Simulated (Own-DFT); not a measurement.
# Which defects push the lattice out? C11b WSi2

No measurement is shown. These are fixed-geometry runs of a retired plane-wave code named Own-DFT, which no person has reviewed; spin and spin-orbit coupling are neglected.

All runs used: PBE; PseudoDojo norm-conserving scalar-relativistic files; cutoff 50 hartree; 5 x 5 x 5 k mesh centred on Gamma; cold (Marzari-Vanderbilt) smearing of 0.2 eV.

Known weak points: forces on such cells failed a check on a denser k mesh; stress not checked against mesh or cutoff.

All runs share one cell, with vectors in Å (-2.148, -5.953, 3.409); (-6.444, 2.976, 1.136); (-2.553, -2.948, -6.757) and a volume of 403.2 Å³. The atoms are randomly displaced, by u rms on each axis. The defect's site can differ from row to row.

| cell | formula | u (Å) | P (GPa) |
|---|---|---|---|
| no defect | Si20W10 | 0.0198 | 4.42 |
| no defect | Si20W10 | 0.0235 | 4.63 |
| no defect | Si20W10 | 0.0441 | 5.37 |
| one W vacancy | Si20W9 | 0.0297 | 3.83 |
| one W vacancy | Si20W9 | 0.0487 | 5.01 |
| one W vacancy | Si20W9 | 0.0496 | 4.19 |
| one Si on a W site | Si21W9 | 0.0299 | 6.12 |
| one Si on a W site | Si21W9 | 0.0309 | 6.40 |
| one Si on a W site | Si21W9 | 0.0535 | 7.30 |
| one Si vacancy | Si19W10 | 0.0273 | 3.29 |
| one Si vacancy | Si19W10 | 0.0417 | 3.57 |
| one Si vacancy | Si19W10 | 0.0480 | 4.47 |
| one W on a Si site | Si19W11 | 0.0277 | ? |
| one W on a Si site | Si19W11 | 0.0325 | 9.97 |
| one W on a Si site | Si19W11 | 0.0514 | 10.70 |
| one W on a Si site | Si19W11 | 0.0549 | 11.69 |

## Analysis

P = P0 + c u² + a shift for each defect gives P0 = 4.22 GPa, c = 611 ± 107 GPa/Å² and a scatter of 0.32 GPa. The shifts, and each times the cell's volume:

- one W on a Si site: 5.20 ± 0.29 GPa, 13.1 eV
- one Si on a W site: 1.42 ± 0.27 GPa, 3.6 eV
- one W vacancy: -1.04 ± 0.28 GPa, -2.6 eV
- one Si vacancy: -1.42 ± 0.27 GPa, -3.6 eV

Positive is outwards. The product with the volume (160.2 GPa Å³ to the eV) is nearly free of the cell's size; divided by the bulk modulus at the cell's pressure it gives the volume that the defect adds. The atoms around the defects weren't relaxed, which would change these numbers.

## Withheld run

Asked: what pressure belongs in the blank (one W on a Si site, u = 0.0277 Å)?

The fitted form gives 9.89 ± 0.40 GPa. Computed: 9.94 GPa.
